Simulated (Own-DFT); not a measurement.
# Which defects push the lattice out? C11b WSi2

Everything here is calculated. The program is Own-DFT (plane waves, in-house, since retired, never reviewed by a person); positions were held fixed, and spin and spin-orbit coupling were off.

All runs used: PBE; PseudoDojo norm-conserving scalar-relativistic files; cutoff 50 hartree; 5 x 5 x 5 k mesh centred on Gamma; cold (Marzari-Vanderbilt) smearing of 0.2 eV.

Keep in mind: forces on such cells failed a check on a denser k mesh; stress not checked against mesh or cutoff.

All runs share one cell, with vectors in Å (-2.148, -5.953, 3.409); (-6.444, 2.976, 1.136); (-2.553, -2.948, -6.757) and a volume of 403.2 Å³. Atoms were moved at random from their sites; u is the rms move along one axis. The defect's site can differ from row to row.

| cell | formula | u (Å) | P (GPa) |
|---|---|---|---|
| no defect | Si20W10 | 0.0192 | 4.50 |
| no defect | Si20W10 | 0.0485 | 5.99 |
| no defect | Si20W10 | 0.0496 | 5.65 |
| one W on a Si site | Si19W11 | 0.0277 | ? |
| one W on a Si site | Si19W11 | 0.0313 | 10.16 |
| one W on a Si site | Si19W11 | 0.0531 | 11.90 |
| one W on a Si site | Si19W11 | 0.0542 | 10.91 |
| one Si vacancy | Si19W10 | 0.0293 | 3.14 |
| one Si vacancy | Si19W10 | 0.0310 | 3.42 |
| one Si vacancy | Si19W10 | 0.0516 | 4.27 |
| one Si on a W site | Si21W9 | 0.0300 | 6.30 |
| one Si on a W site | Si21W9 | 0.0511 | 7.60 |
| one Si on a W site | Si21W9 | 0.0519 | 7.97 |

## Fit

P = P0 + c u² + a shift for each defect gives P0 = 4.22 GPa, c = 670 ± 113 GPa/Å² and a scatter of 0.34 GPa. The shifts, and each times the cell's volume:

- one W on a Si site: 5.26 ± 0.29 GPa, 13.2 eV
- one Si on a W site: 1.68 ± 0.28 GPa, 4.2 eV
- one Si vacancy: -1.62 ± 0.28 GPa, -4.1 eV

Against the defect-free cell, a freed cell would be larger where the shift is positive and smaller where it is negative (160.2 GPa Å³ is 1 eV). The atoms around the defects weren't relaxed, which would change these numbers.

## Withheld run

Asked: what pressure belongs in the blank (one W on a Si site, u = 0.0277 Å)?

From the fit: 10.00 ± 0.43 GPa. Computed: 9.61 GPa.
